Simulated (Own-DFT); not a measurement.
## Calculated data, GaN (wurtzite, atoms displaced)

All values are calculated (Own-DFT development build). A calculation, not a measurement: plane-wave PBE density functional theory by an unreviewed code, no spin, of a simulated periodic cell, stress positive in tension, free energy of the whole cell less one offset for each atom, forces on such cells passed a denser k mesh, this cell's mesh not checked; offsets are fitted by least squares, one for each functional and potential file, so energies compare only between cells with the same atoms and settings and are not formation energies; the far tail of each file's local potential was reset to the Coulomb form; each entry is a single point on an unrelaxed cell, so the pressure reflects the starting lattice, mostly measured values (interpolated for alloys), from which strain is counted, and rises with the displacements; printed positions are rounded, which can move forces by about a meV/angstrom; the program, named Own-DFT, is a retired in-house code; no spin-orbit coupling.

```xyz
96
Lattice="12.7560 0.0000 0.0000 -4.7835 8.2853 0.0000 0.0000 0.0000 10.3700" Properties=species:S:1:pos:R:3:force_x:R:1:force_y:R:1:force_z:R:1 formula=GaN functional=PBE potential_files=PseudoDojo_norm-conserving,scalar-relativistic,standard_set_with_the_stringent_files_for_Ga wave_cutoff=96 occupations=Gaussian smearing_width=0.01 k_mesh=3_x_4_x_3_centred_on_Gamma free_energy_of_cell_above_offsets=-10.600 pressure=5.34 stress_xx=-4.68 stress_yy=-5.49 stress_zz=-5.85 stress_yz=-0.03 stress_xz=0.17 stress_xy=-0.06
Ga    -0.0114     1.8620    10.3649      0.279     -0.125      0.203
Ga     1.5979     0.9433     2.6058     -0.122     -0.028     -0.298
N      0.0150     1.8651     1.9564     -0.403     -0.482     -0.055
N      1.6147     0.9153     4.5242     -0.364     -0.042      0.529
Ga     0.0315     1.8760     5.1931     -0.177     -0.682     -0.402
Ga     1.5990     0.9574     7.7827     -0.242     -0.506      0.062
N     -0.0028     1.8518     7.1028     -0.004     -0.016      0.757
N      1.5911     0.9374     9.7316     -0.156     -0.283      0.063
Ga    -1.5742     4.5866     0.0312     -0.183      0.161     -0.452
Ga    -0.0134     3.6662     2.5960      0.226      0.427     -0.103
N     -1.6215     4.5874     1.9637      0.548      0.432     -0.046
N     -0.0113     3.6661     4.5391      0.156      0.625       0.09
Ga    -1.6034     4.5998     5.1819       0.37      0.417      0.184
Ga    -0.0160     3.6836     7.7844      0.468      0.061     -0.056
N     -1.5801     4.6190     7.1687     -0.225      0.036     -0.534
N      0.0099     3.6968     9.7306      0.051     -0.027      0.044
Ga    -3.2037     7.3467     0.0048      0.051      0.539     -0.163
Ga    -1.5975     6.4389     2.5902     -0.079      0.283     -0.275
N     -3.1787     7.4202     1.9484     -0.214     -0.869      0.051
N     -1.5946     6.4604     4.5066      0.078     -0.252       0.81
Ga    -3.1866     7.3506     5.1993      0.153      0.309     -0.084
Ga    -1.5944     6.4579     7.8031     -0.277      0.065     -0.094
N     -3.2131     7.3713     7.1466      0.375       0.09      0.136
N     -1.6067     6.4362     9.7569       0.06     -0.142     -0.117
Ga     3.1867     1.8505     0.0023     -0.032     -0.531     -0.068
Ga     4.8099     0.9276     2.5922     -0.552     -0.215     -0.134
N      3.1771     1.8547     1.9599      0.596     -0.287      -0.18
N      4.7846     0.9125     4.5419      0.131      0.511      -0.09
Ga     3.1730     1.8040     5.1914      0.244      0.793     -0.066
Ga     4.7889     0.9492     7.7563     -0.188     -0.443      0.046
N      3.1845     1.8391     7.1447      0.128      0.405     -0.249
N      4.7659     0.8813     9.6911      0.147      0.579      0.568
Ga     1.6345     4.6220    10.3686     -0.531     -0.397     -0.059
Ga     3.1953     3.6519     2.6070     -0.338      0.922     -0.268
N      1.5589     4.6336     1.9266      0.465     -0.509      0.556
N      3.1664     3.7021     4.5427      0.588       -0.4      0.253
Ga     1.5947     4.6385     5.1622     -0.254      -0.85      0.438
Ga     3.1697     3.7193     7.7610      0.478     -0.591      0.015
N      1.6139     4.5974     7.1352     -0.663      0.368     -0.176
N      3.1764     3.6488     9.7123      0.394      0.597      0.041
Ga    -0.0009     7.3523    10.3513     -0.052     -0.066      0.294
Ga     1.5868     6.4505     2.5957     -0.167      -0.15      0.141
N     -0.0119     7.3633     1.9538      0.228      0.218     -0.191
N      1.5509     6.4206     4.5740      0.521      1.128     -0.499
Ga    -0.0079     7.4059     5.2050     -0.224     -0.821     -0.333
Ga     1.5965     6.4543     7.7753     -0.112     -0.149     -0.193
N     -0.0122     7.3641     7.1290      0.126      0.194      0.357
N      1.5901     6.4271     9.7150      0.157      0.363      0.123
Ga     6.3513     1.8353     0.0027      0.319     -0.214     -0.471
Ga     7.9665     0.9032     2.5521      0.605      0.054       0.36
N      6.4023     1.8402     1.9634     -0.424      0.115       -0.2
N      7.9931     0.9107     4.5351     -0.463      0.345     -0.309
Ga     6.3825     1.8393     5.1730      0.017      0.095     -0.191
Ga     7.9547     0.8919     7.7412      0.142      0.844      0.389
N      6.3632     1.8373     7.0981      0.202      0.274      0.322
N      7.9673     0.8911     9.6935     -0.229      0.333      0.471
Ga     4.7809     4.5853     0.0033      0.066      0.263     -0.335
Ga     6.4015     3.6741     2.6238     -0.688      0.219     -0.371
N      4.7729     4.6293     1.9354      0.252     -0.742      0.483
N      6.3957     3.7051     4.5594     -0.254     -0.412     -0.093
Ga     4.8026     4.6287     5.1839     -0.505     -0.329     -0.198
Ga     6.3296     3.7067     7.7396      0.921     -0.608      0.529
N      4.7992     4.6234     7.1221     -0.765     -0.035      0.019
N      6.3743     3.6648     9.7118      0.035      0.168      0.104
Ga     3.1921     7.3494     0.0162     -0.195      0.173     -0.253
Ga     4.7959     6.4346     2.6069     -0.139      0.102      0.042
N      3.1934     7.3414     1.9699     -0.106      0.156     -0.112
N      4.7902     6.4510     4.5654     -0.353      0.157      -0.19
Ga     3.1718     7.3992     5.1761      0.012     -0.847      0.115
Ga     4.7822     6.4407     7.7747     -0.029      0.351      0.006
N      3.1911     7.3818     7.1431     -0.074     -0.589     -0.465
N      4.7597     6.4595     9.7110      0.498     -0.446      0.394
Ga     9.5613     1.8415    10.3275     -0.292     -0.209      0.506
Ga    11.1583     0.9144     2.6316      0.223      0.318     -0.529
N      9.5753     1.8287     1.9447     -0.143      0.221     -0.032
N     11.1898     0.9147     4.5559     -0.272      0.472      0.246
Ga     9.5575     1.8326     5.1775      0.527      0.244      -0.07
Ga    11.1781     0.9002     7.7856     -0.298      0.392     -0.284
N      9.5504     1.8683     7.1215      0.267     -0.719      0.228
N     11.1534     0.9380     9.7381      0.273     -0.314     -0.202
Ga     8.0027     4.5817     0.0189     -0.806      0.195      -0.37
Ga     9.5870     3.6979     2.5736     -0.733     -0.667      0.429
N      7.9388     4.5921     1.9638      0.741      0.258     -0.005
N      9.5753     3.6999     4.5630     -0.215     -0.385     -0.417
Ga     7.9801     4.5960     5.1933      0.146      0.589       0.02
Ga     9.5924     3.6699     7.7566     -0.611        0.5      0.442
N      7.9467     4.6179     7.1387      0.403     -0.545      0.028
N      9.5624     3.6840     9.7568      0.419     -0.027     -0.559
Ga     6.3949     7.3639     0.0027     -0.448      0.024      0.262
Ga     7.9970     6.4360     2.6026     -0.229      0.452      0.059
N      6.3624     7.3777     1.9973      0.504     -0.302     -0.617
N      7.9865     6.4786     4.5668     -0.352     -0.646     -0.244
Ga     6.3629     7.3832     5.1812      0.427     -0.166      0.213
Ga     7.9590     6.4248     7.7678       0.11      0.349      0.061
N      6.3719     7.3634     7.1453     -0.051      0.018     -0.112
N      7.9606     6.4337     9.7183      0.107     -0.139      0.325
```

Units: wave_cutoff in hartree; smearing_width, free_energy_of_cell_above_offsets in eV; pressure, stress_xx, stress_yy, stress_zz, stress_yz, stress_xz, stress_xy in GPa; force_x, force_y, force_z in eV/Å.
